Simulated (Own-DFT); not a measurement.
GaN (wurtzite, strained, atoms displaced) (calculated)

A calculation, not a measurement: plane-wave PBE density functional theory by an unreviewed code, no spin, of a simulated periodic cell, stress positive in tension, free energy of the whole cell less one offset for each atom, forces on such cells passed a denser k mesh, this cell's mesh not checked; offsets are fitted by least squares, one for each functional and potential file, so energies compare only between cells with the same atoms and settings and are not formation energies; the far tail of each file's local potential was reset to the Coulomb form; each entry is a single point on an unrelaxed cell, so the pressure reflects the starting lattice, mostly measured values (interpolated for alloys), from which strain is counted, and rises with the displacements; printed positions are rounded, which can move forces by about a meV/angstrom; the program, named Own-DFT, is a retired in-house code; no spin-orbit coupling. Program: Own-DFT development build.

Common to all runs: functional PBE; potential files PseudoDojo norm-conserving, scalar-relativistic, standard set with the stringent files for Ga; wave cutoff 96 hartree; occupations Gaussian; smearing width 0.01 eV; k mesh 3 x 4 x 3 centred on Gamma.

```json
{"entry": 1, "formula": "GaN", "kind": "wurtzite, strained, atoms displaced", "structure": {"cell_angstrom": [[12.756, 0.0, 0.0], [-4.7835, 8.2853, 0.0], [0.0, 0.0, 10.6033]], "atoms_fractional": [["Ga", 0.08481, 0.21719, 0.00278], ["Ga", 0.16231, 0.10895, 0.25027], ["N", 0.08155, 0.22766, 0.18283], ["N", 0.16171, 0.11156, 0.43801], ["Ga", 0.07451, 0.22206, 0.5048], ["Ga", 0.16787, 0.11749, 0.74369], ["N", 0.07597, 0.20962, 0.688], ["N", 0.17354, 0.11633, 0.94061], ["Ga", 0.08405, 0.55137, 0.00138], ["Ga", 0.17341, 0.4435, 0.24967], ["N", 0.08086, 0.55271, 0.18535], ["N", 0.1708, 0.44806, 0.4378], ["Ga", 0.08114, 0.54879, 0.50802], ["Ga", 0.16508, 0.44254, 0.75215], ["N", 0.08794, 0.55945, 0.68348], ["N", 0.16589, 0.44754, 0.94419], ["Ga", 0.09059, 0.89816, 0.0106], ["Ga", 0.16625, 0.77279, 0.24681], ["N", 0.08112, 0.88249, 0.18732], ["N", 0.1652, 0.77405, 0.44141], ["Ga", 0.08411, 0.88629, 0.49402], ["Ga", 0.17119, 0.78933, 0.74728], ["N", 0.0794, 0.88632, 0.69116], ["N", 0.15596, 0.7746, 0.93559], ["Ga", 0.3336, 0.21844, 0.99457], ["Ga", 0.40848, 0.10568, 0.2555], ["N", 0.33196, 0.2167, 0.19198], ["N", 0.4193, 0.11373, 0.44049], ["Ga", 0.32922, 0.22102, 0.50363], ["Ga", 0.41064, 0.10726, 0.74538], ["N", 0.33315, 0.22591, 0.68287], ["N", 0.4078, 0.10685, 0.94224], ["Ga", 0.32482, 0.54525, 0.00666], ["Ga", 0.42353, 0.45365, 0.24838], ["N", 0.33627, 0.55918, 0.18481], ["N", 0.42312, 0.4371, 0.43923], ["Ga", 0.32995, 0.54629, 0.50078], ["Ga", 0.42146, 0.43961, 0.74141], ["N", 0.32486, 0.54501, 0.68896], ["N", 0.41306, 0.44812, 0.93336], ["Ga", 0.3431, 0.89178, 0.00803], ["Ga", 0.41633, 0.77956, 0.24028], ["N", 0.33109, 0.88979, 0.18683], ["N", 0.4207, 0.77477, 0.44255], ["Ga", 0.34337, 0.89533, 0.49838], ["Ga", 0.41326, 0.78108, 0.7536], ["N", 0.33235, 0.90312, 0.68896], ["N", 0.42218, 0.77564, 0.93699], ["Ga", 0.58406, 0.21451, 0.98794], ["Ga", 0.66434, 0.10523, 0.25199], ["N", 0.58607, 0.21888, 0.18456], ["N", 0.66665, 0.11427, 0.43286], ["Ga", 0.59014, 0.23049, 0.49838], ["Ga", 0.66316, 0.12173, 0.75574], ["N", 0.57552, 0.21217, 0.68454], ["N", 0.66684, 0.118, 0.94393], ["Ga", 0.58092, 0.55795, 0.99647], ["Ga", 0.66102, 0.43548, 0.24797], ["N", 0.58231, 0.56043, 0.19058], ["N", 0.66339, 0.44035, 0.43195], ["Ga", 0.57954, 0.55042, 0.49304], ["Ga", 0.6648, 0.44124, 0.74896], ["N", 0.58252, 0.55975, 0.68205], ["N", 0.66631, 0.43791, 0.93012], ["Ga", 0.58119, 0.89398, 0.00177], ["Ga", 0.66773, 0.77759, 0.25155], ["N", 0.58872, 0.89309, 0.19984], ["N", 0.67028, 0.77956, 0.43957], ["Ga", 0.58844, 0.8813, 0.50228], ["Ga", 0.67202, 0.7823, 0.75061], ["N", 0.57882, 0.88553, 0.68959], ["N", 0.66856, 0.7768, 0.94046], ["Ga", 0.83473, 0.22358, 0.00156], ["Ga", 0.9163, 0.11295, 0.24868], ["N", 0.82858, 0.2088, 0.18598], ["N", 0.91327, 0.10122, 0.43836], ["Ga", 0.82786, 0.21845, 0.50538], ["Ga", 0.92043, 0.12252, 0.74552], ["N", 0.83234, 0.21998, 0.69967], ["N", 0.90729, 0.10685, 0.94058], ["Ga", 0.82653, 0.55054, 0.99622], ["Ga", 0.91468, 0.45097, 0.24965], ["N", 0.83198, 0.55918, 0.19603], ["N", 0.91989, 0.43711, 0.44396], ["Ga", 0.82699, 0.54735, 0.50152], ["Ga", 0.92639, 0.45019, 0.7525], ["N", 0.8342, 0.56733, 0.68382], ["N", 0.91847, 0.44265, 0.94068], ["Ga", 0.82479, 0.88603, 0.00238], ["Ga", 0.91723, 0.77814, 0.24766], ["N", 0.83363, 0.89044, 0.18256], ["N", 0.91004, 0.7819, 0.4354], ["Ga", 0.83244, 0.885, 0.49691], ["Ga", 0.91199, 0.76543, 0.75547], ["N", 0.8308, 0.89316, 0.68432], ["N", 0.91808, 0.77236, 0.93736]]}, "results": {"free_energy_of_cell_above_offsets [eV]": "-5.195", "pressure [GPa]": 2.9, "stress_xx [GPa]": -5.8, "stress_yy [GPa]": -4.78, "stress_zz [GPa]": 1.88, "stress_yz [GPa]": -0.44, "stress_xz [GPa]": 0.2, "stress_xy [GPa]": -0.38, "force_element": ["Ga", "Ga", "N", "N", "Ga", "Ga", "N", "N", "Ga", "Ga", "N", "N", "Ga", "Ga", "N", "N", "Ga", "Ga", "N", "N", "Ga", "Ga", "N", "N", "Ga", "Ga", "N", "N", "Ga", "Ga", "N", "N", "Ga", "Ga", "N", "N", "Ga", "Ga", "N", "N", "Ga", "Ga", "N", "N", "Ga", "Ga", "N", "N", "Ga", "Ga", "N", "N", "Ga", "Ga", "N", "N", "Ga", "Ga", "N", "N", "Ga", "Ga", "N", "N", "Ga", "Ga", "N", "N", "Ga", "Ga", "N", "N", "Ga", "Ga", "N", "N", "Ga", "Ga", "N", "N", "Ga", "Ga", "N", "N", "Ga", "Ga", "N", "N", "Ga", "Ga", "N", "N", "Ga", "Ga", "N", "N"], "force_x [eV/angstrom]": [-1.241, 0.215, 0.896, 0.266, 0.994, 0.26, 0.566, -1.398, -1.279, -1.561, 0.615, -0.669, 0.402, 0.009, 0.05, 0.316, -0.681, -0.411, 0.171, 0.807, -1.067, -0.904, 0.05, 2.113, -0.331, 1.373, -0.826, -0.271, 0.336, -0.05, 0.042, 2.313, 1.122, -0.705, 0.085, -2.524, 0.806, -1.507, 0.911, 0.917, -1.717, 0.559, 0.548, -0.345, -0.716, 0.394, 1.283, -1.387, -2.862, 0.086, -1.157, 0.277, -0.608, 1.49, -0.029, 1.67, 0.048, 0.193, 1.163, 0.298, 1.411, -0.234, 1.007, -1.143, 1.615, 0.621, -1.045, -0.169, -1.495, -0.887, 0.248, -1.64, -0.092, 0.131, -0.552, -0.782, 0.654, -0.559, -1.38, 1.85, 1.322, 0.908, -0.412, -1.317, 0.672, -1.267, 0.454, -0.616, 2.121, -0.89, 0.155, 2.444, -0.361, -0.323, 0.981, -0.825], "force_y [eV/angstrom]": [0.045, 0.339, -0.658, 0.221, -0.179, -1.644, 2.305, -0.508, 1.23, 0.193, -0.107, -1.073, 0.975, -0.212, -0.085, -1.277, -1.198, -0.339, 0.873, 0.103, -0.063, -0.886, 0.678, 0.207, 1.729, 0.996, 1.084, 0.075, -0.611, 1.736, -0.779, -0.113, 0.95, -1.85, -0.288, 0.123, 1.002, 1.405, 0.985, -0.724, -0.875, 0.307, -0.365, -0.264, -0.969, -0.657, -2.586, -0.16, 1.427, 1.642, -0.389, -0.604, -1.576, -1.79, 1.625, -1.697, -0.698, 0.437, -0.38, 0.709, 1.316, 0.53, -0.376, 0.23, -0.303, 0.49, -1.514, -1.166, 1.05, -0.051, 0.753, -0.095, 0.053, -0.403, 1.854, 1.479, -0.451, -2.897, 1.315, 0.319, 0.705, -1.515, -0.855, 0.459, 1.247, -0.12, -3.275, 0.154, 0.455, 0.33, -0.238, -1.554, 0.411, 3.196, 0.015, 0.654], "force_z [eV/angstrom]": [-0.827, 0.22, 0.954, 0.061, -0.994, 1.03, -0.213, -0.96, 0.107, 0.446, 0.628, -0.333, -1.698, 0.372, 1.643, -1.279, -2.062, 1.004, 0.972, -0.779, 0.987, 0.926, -0.926, 0.343, 1.598, -0.161, -0.731, -0.131, -1.401, 1.336, 0.624, -1.533, -1.493, 0.606, 0.7, -0.975, 0.394, 1.156, -0.139, 0.154, -1.651, 1.96, 0.502, -0.898, 0.223, -0.888, -0.93, 0.739, 2.334, -0.052, -0.304, 1.382, -0.066, -0.27, 0.131, -1.423, 0.252, -0.313, -1.081, 0.476, 1.072, -0.915, 0.189, 0.655, 0.433, 0.324, -2.068, -0.879, 0.306, -0.022, 0.311, -0.656, 0.44, 0.377, 0.27, -0.319, -0.22, 1.852, -1.479, -0.82, 0.82, 0.392, -1.42, -0.638, -0.766, 0.152, -0.07, -0.466, -0.472, 0.561, 1.02, -0.479, 1.458, 0.059, 0.384, 0.869]}}
{"entry": 2, "formula": "GaN", "kind": "wurtzite, strained, atoms displaced", "structure": {"cell_angstrom": [[12.756, 0.0, 0.0], [-4.7835, 8.2853, 0.0], [0.0, 0.0, 10.6033]], "atoms_fractional": [["Ga", 0.09149, 0.22434, 0.00667], ["Ga", 0.16461, 0.11372, 0.24557], ["N", 0.07988, 0.22222, 0.18529], ["N", 0.17204, 0.10458, 0.44049], ["Ga", 0.0835, 0.22194, 0.49494], ["Ga", 0.16894, 0.1105, 0.74151], ["N", 0.07314, 0.2123, 0.685], ["N", 0.15759, 0.11118, 0.92802], ["Ga", 0.08652, 0.55933, 0.99276], ["Ga", 0.16927, 0.43604, 0.24682], ["N", 0.08213, 0.55631, 0.18238], ["N", 0.16225, 0.44581, 0.4408], ["Ga", 0.08564, 0.55172, 0.49591], ["Ga", 0.17184, 0.44293, 0.75205], ["N", 0.07649, 0.55562, 0.69388], ["N", 0.16365, 0.43936, 0.93508], ["Ga", 0.08573, 0.8836, 0.9933], ["Ga", 0.1602, 0.77047, 0.25156], ["N", 0.07622, 0.89099, 0.17761], ["N", 0.1641, 0.77945, 0.44685], ["Ga", 0.07828, 0.88726, 0.49117], ["Ga", 0.17206, 0.78217, 0.74974], ["N", 0.07357, 0.87994, 0.68541], ["N", 0.16604, 0.78263, 0.93886], ["Ga", 0.34145, 0.22684, 0.00238], ["Ga", 0.41508, 0.1038, 0.25623], ["N", 0.33, 0.21872, 0.19096], ["N", 0.41001, 0.10177, 0.43693], ["Ga", 0.33863, 0.21725, 0.50075], ["Ga", 0.41209, 0.11067, 0.74495], ["N", 0.33145, 0.2111, 0.68907], ["N", 0.41584, 0.11205, 0.94001], ["Ga", 0.3353, 0.55829, 0.9997], ["Ga", 0.41167, 0.43716, 0.2578], ["N", 0.33444, 0.55443, 0.19217], ["N", 0.4207, 0.45289, 0.44357], ["Ga", 0.33103, 0.55872, 0.50521], ["Ga", 0.41296, 0.44612, 0.7469], ["N", 0.32954, 0.55355, 0.69091], ["N", 0.41909, 0.45616, 0.93833], ["Ga", 0.3293, 0.8809, 0.00224], ["Ga", 0.41966, 0.78078, 0.24965], ["N", 0.32669, 0.88493, 0.19448], ["N", 0.41314, 0.76935, 0.43012], ["Ga", 0.33217, 0.88755, 0.50162], ["Ga", 0.42489, 0.78114, 0.75018], ["N", 0.33555, 0.8815, 0.69112], ["N", 0.41388, 0.78288, 0.94007], ["Ga", 0.58499, 0.2179, 0.99876], ["Ga", 0.66794, 0.10671, 0.25327], ["N", 0.58052, 0.22192, 0.19312], ["N", 0.66705, 0.10491, 0.44447], ["Ga", 0.58498, 0.22167, 0.49591], ["Ga", 0.66267, 0.0992, 0.74739], ["N", 0.58285, 0.22342, 0.68449], ["N", 0.66477, 0.1166, 0.93748], ["Ga", 0.58803, 0.56098, 0.99526], ["Ga", 0.67037, 0.44508, 0.24946], ["N", 0.58956, 0.56067, 0.18961], ["N", 0.67075, 0.44239, 0.43584], ["Ga", 0.58178, 0.55509, 0.49522], ["Ga", 0.66786, 0.44357, 0.75183], ["N", 0.57807, 0.5451, 0.68466], ["N", 0.66461, 0.44365, 0.94236], ["Ga", 0.58532, 0.89369, 0.0029], ["Ga", 0.6606, 0.77146, 0.24915], ["N", 0.57946, 0.89218, 0.18393], ["N", 0.66617, 0.78569, 0.44059], ["Ga", 0.5828, 0.89242, 0.49715], ["Ga", 0.66674, 0.77752, 0.73856], ["N", 0.57557, 0.88105, 0.68765], ["N", 0.65892, 0.7753, 0.94415], ["Ga", 0.83239, 0.2214, 0.99203], ["Ga", 0.91476, 0.1072, 0.24905], ["N", 0.8385, 0.22592, 0.18473], ["N", 0.91413, 0.10805, 0.43795], ["Ga", 0.83002, 0.22504, 0.50226], ["Ga", 0.91737, 0.11335, 0.74377], ["N", 0.83301, 0.22663, 0.69053], ["N", 0.9171, 0.11262, 0.94382], ["Ga", 0.8258, 0.5413, 0.99892], ["Ga", 0.90633, 0.43969, 0.25258], ["N", 0.83104, 0.54652, 0.18816], ["N", 0.91273, 0.44773, 0.4328], ["Ga", 0.83414, 0.55667, 0.49664], ["Ga", 0.90627, 0.43855, 0.74655], ["N", 0.83682, 0.56999, 0.69062], ["N", 0.92029, 0.45864, 0.93325], ["Ga", 0.8334, 0.88452, 0.9945], ["Ga", 0.91712, 0.77763, 0.24648], ["N", 0.82795, 0.88886, 0.1907], ["N", 0.91859, 0.78205, 0.44017], ["Ga", 0.83224, 0.88577, 0.5025], ["Ga", 0.92298, 0.78651, 0.74198], ["N", 0.83625, 0.89431, 0.68825], ["N", 0.90717, 0.76082, 0.94249]]}, "results": {"free_energy_of_cell_above_offsets [eV]": "-5.791", "pressure [GPa]": 2.72, "stress_xx [GPa]": -6.36, "stress_yy [GPa]": -5.01, "stress_zz [GPa]": 3.22, "stress_yz [GPa]": -0.23, "stress_xz [GPa]": 1.28, "stress_xy [GPa]": 0.13, "force_element": ["Ga", "Ga", "N", "N", "Ga", "Ga", "N", "N", "Ga", "Ga", "N", "N", "Ga", "Ga", "N", "N", "Ga", "Ga", "N", "N", "Ga", "Ga", "N", "N", "Ga", "Ga", "N", "N", "Ga", "Ga", "N", "N", "Ga", "Ga", "N", "N", "Ga", "Ga", "N", "N", "Ga", "Ga", "N", "N", "Ga", "Ga", "N", "N", "Ga", "Ga", "N", "N", "Ga", "Ga", "N", "N", "Ga", "Ga", "N", "N", "Ga", "Ga", "N", "N", "Ga", "Ga", "N", "N", "Ga", "Ga", "N", "N", "Ga", "Ga", "N", "N", "Ga", "Ga", "N", "N", "Ga", "Ga", "N", "N", "Ga", "Ga", "N", "N", "Ga", "Ga", "N", "N", "Ga", "Ga", "N", "N"], "force_x [eV/angstrom]": [-1.699, 0.315, 0.655, -1.189, 0.0, -1.697, 2.264, 2.26, -0.564, -1.659, 0.209, 2.101, -2.299, -2.66, 1.378, 0.682, -2.716, -0.275, 1.265, 0.571, 0.968, -1.308, 3.242, 1.631, -1.403, -0.455, 0.547, 1.564, -1.265, 2.145, -1.006, 0.468, -0.684, 0.871, 0.216, -0.958, 0.153, 0.949, 0.823, 0.651, -0.615, -1.102, 0.628, -0.07, 0.118, -2.446, -0.263, 1.263, -1.849, -0.025, 0.647, -0.755, -0.424, -0.597, 0.278, 1.262, -0.639, -0.873, -0.948, -1.111, 1.212, -0.053, 0.058, -0.285, -0.584, 0.326, 0.802, 0.548, -0.5, 0.293, 2.132, 0.933, 0.558, -0.54, -1.039, -0.059, 1.292, -0.69, -0.491, 0.294, 0.444, 2.2, -0.682, 1.048, -0.175, 0.783, -0.556, 0.43, -0.253, -1.018, 0.552, -1.033, -0.211, -1.881, -0.872, 0.44], "force_y [eV/angstrom]": [-0.34, -1.044, -0.305, 1.506, -0.625, -0.893, 1.709, -0.438, -0.581, 1.615, -0.766, -0.909, 0.963, -0.83, -0.341, 0.825, 0.962, 0.436, 0.077, -0.676, 0.049, -1.051, 2.186, -0.682, 0.051, 0.335, 0.254, 0.8, 0.854, -0.72, 1.88, -0.519, 0.05, 0.869, 0.048, -1.681, -0.52, -0.688, 0.75, -1.315, 1.462, -0.696, -0.032, 1.235, -0.955, -1.401, 0.908, -0.536, 0.674, 0.966, -0.506, 1.061, -0.044, 1.528, -0.627, -1.154, -0.706, -0.2, -1.593, 0.184, 0.521, 0.285, 0.987, -0.882, -0.183, 1.308, -0.219, -1.097, -1.544, -0.807, 1.045, 1.171, 1.0, 0.119, -0.879, 0.522, 0.175, -0.029, -1.623, -0.279, 1.303, 0.051, 1.384, -0.643, 0.597, 2.165, -2.035, -2.102, 0.276, -0.264, -0.543, -0.957, 0.637, -1.249, -0.661, 1.592], "force_z [eV/angstrom]": [-1.387, 0.574, 0.858, -0.946, 0.684, 0.674, -0.781, 0.57, 0.692, 0.39, 0.547, -1.112, 1.606, -0.14, -0.871, 0.54, 0.344, 0.043, 1.124, -1.288, 1.719, -0.178, -0.866, -1.052, -0.304, -1.111, -0.242, 0.428, 0.187, 1.471, -1.051, -0.537, 0.494, -0.729, -0.676, -0.346, -0.497, 0.726, -0.725, -0.542, 0.632, -0.352, -0.758, 1.466, 0.077, 1.521, -0.758, -0.466, 0.983, -0.493, -0.364, -1.126, 0.532, 0.346, 0.125, -0.91, 1.194, 0.052, -0.269, 0.04, 0.59, -0.131, 0.05, -0.971, -0.438, 0.292, 0.771, -0.282, 0.435, 1.324, -1.15, -1.758, 0.815, 0.163, 0.119, -0.06, -0.143, 1.868, -0.772, -1.152, 0.663, -0.812, -0.51, 0.976, 1.115, 0.849, -1.173, -0.085, 0.734, -0.111, -0.462, -1.196, -0.524, 2.529, -0.312, -1.007]}}
```
